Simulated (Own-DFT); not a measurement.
# Point defects and the pressure they add: 2H SiC

Everything here is calculated. The program is Own-DFT (plane waves, in-house, since retired, never reviewed by a person); positions were held fixed, and spin and spin-orbit coupling were off.

All runs used: PBE; PseudoDojo norm-conserving scalar-relativistic files; cutoff 42 hartree; 4 x 4 x 3 k mesh centred on Gamma; Fermi-Dirac smearing of 0.1 eV.

Keep in mind (not all hold for every row): some atoms lie very close together; not probed for a lower state with spin; forces on such cells moved up to 12 meV/angstrom on a denser k mesh; forces on such cells passed a denser k mesh, each cell not checked; stress not checked against mesh or cutoff.

All runs share one cell, with vectors in Å (9.248, 0.000, 0.000); (-4.624, 8.009, 0.000); (0.000, 0.000, 10.068) and a volume of 745.7 Å³. Atoms were moved at random from their sites; u is the rms move along one axis. The defect's site can differ from row to row.

```
                                     cell     formula   u (Å)  P (GPa)
                                no defect     C36Si36  0.0305     3.79
                                no defect     C36Si36  0.0612     6.34
                                no defect     C36Si36  0.0636     7.25
                            one C vacancy     C35Si36  0.0282     3.53
                            one C vacancy     C35Si36  0.0287     3.84
                            one C vacancy     C35Si36  0.0331     4.24
one Al on a Si site and one N on a C site  AlC35NSi35  0.0293     4.16
one Al on a Si site and one N on a C site  AlC35NSi35  0.0490     5.38
one Al on a Si site and one N on a C site  AlC35NSi35  0.0496     5.43
                       one C on a Si site     C37Si35  0.0305     1.79
                       one C on a Si site     C37Si35  0.0306        ?
                       one C on a Si site     C37Si35  0.0498     3.58
                       one C on a Si site     C37Si35  0.0509     3.59
                       one Si on a C site     C35Si37  0.0314    10.64
                       one Si on a C site     C35Si37  0.0501    11.89
                       one Si on a C site     C35Si37  0.0501    11.75
```

## Analysis

P = P0 + c u² + a shift for each defect gives P0 = 2.95 GPa, c = 976 ± 69 GPa/Å² and a scatter of 0.23 GPa. The shifts, and each times the cell's volume:

- one Si on a C site: 6.52 ± 0.19 GPa, 30.3 eV
- one Al on a Si site and one N on a C site: 0.18 ± 0.20 GPa, 0.8 eV (not resolved)
- one C vacancy: 0.03 ± 0.23 GPa, 0.1 eV (not resolved)
- one C on a Si site: -1.92 ± 0.19 GPa, -8.9 eV

A positive shift means that the defect pushes the cell outwards. Shift times volume (160.2 GPa Å³ is 1 eV) depends little on the cell's size, so, taken for each site, it can be compared between cells at like pressure. The atoms around the defects weren't relaxed, which would change these numbers.

## Withheld run

The question: what pressure belongs in the blank (one C on a Si site, u = 0.0306 Å)?

Estimate: 1.95 ± 0.27 GPa. Computed: 2.02 GPa.
